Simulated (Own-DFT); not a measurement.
# Stretching a layer in its plane: wurtzite AlGaN with randomly placed atoms, 96 atoms (Al36Ga12N48)

Everything here is calculated. The program is Own-DFT (plane waves, in-house, since retired, never reviewed by a person); positions were held fixed, and spin and spin-orbit coupling were off.

Common settings: PBE; PseudoDojo norm-conserving scalar-relativistic files (stringent for Ga); cutoff 96 hartree; 3 x 4 x 3 k mesh centred on Gamma; Gaussian smearing of 0.01 eV.

Keep in mind: k mesh not checked against a denser one; stress not checked against mesh or cutoff.

Unstrained cell vectors in Å: (12.525, 0.000, 0.000); (-4.697, 8.135, 0.000); (0.000, 0.000, 10.066). The unstrained cell has measured lattice constants (interpolated for alloys), not those of this functional. That, the random moves and any unrelaxed bonds set the pressure at no strain. Each run strains x and y alike by e, as a substrate would, and holds the height along z. All atoms carry random offsets, Gaussian with a width of 0.05 Å per axis. The random placing of the alloy's atoms differs from row to row. Stress is positive in tension.

| e (%) | u (Å) | (s_xx + s_yy)/2 (GPa) | s_zz (GPa) |
|---|---|---|---|
| -3.00 | 0.047 | -27.03 | -10.37 |
| -2.25 | 0.048 | -20.37 | -10.46 |
| -1.75 | 0.052 | -16.63 | -10.00 |
| -1.25 | 0.053 | ? | ? |
| -1.00 | 0.051 | -13.01 | -7.27 |
| -0.75 | 0.045 | -10.14 | -7.10 |
| 0.50 | 0.049 | -2.75 | -7.61 |
| 1.25 | 0.047 | 0.24 | -3.90 |
| 2.00 | 0.048 | 4.44 | -3.10 |
| 2.50 | 0.050 | 5.98 | -1.86 |

## What the rows give

With e as a fraction, the in-plane stress is -5.9 + 576 e - 3930 e² GPa (errors 11 and 733, scatter 0.59), and s_zz is -6.4 + 160 e GPa (slope ± 18, scatter 1.00). At e = 0 the first slope is C11 + C12 and the second 2 C13, both with the ions held to the strained lattice and at the cell's own pressure. The term in e² is negative: the layer stiffens under compression and softens under tension. A free layer would change its height as e changes, and the in-plane slope would drop by 2 C13²/C33 to the biaxial modulus. At fixed height, a misfit of 1 % moves the in-plane stress by about 5.8 GPa and s_zz by 1.6 GPa.

## Prediction

Asked: what are the two stresses at e = -1.25 %?

The fitted form gives -13.7 and -8.4 GPa. The calculation gave -13.56 and -8.84 GPa.
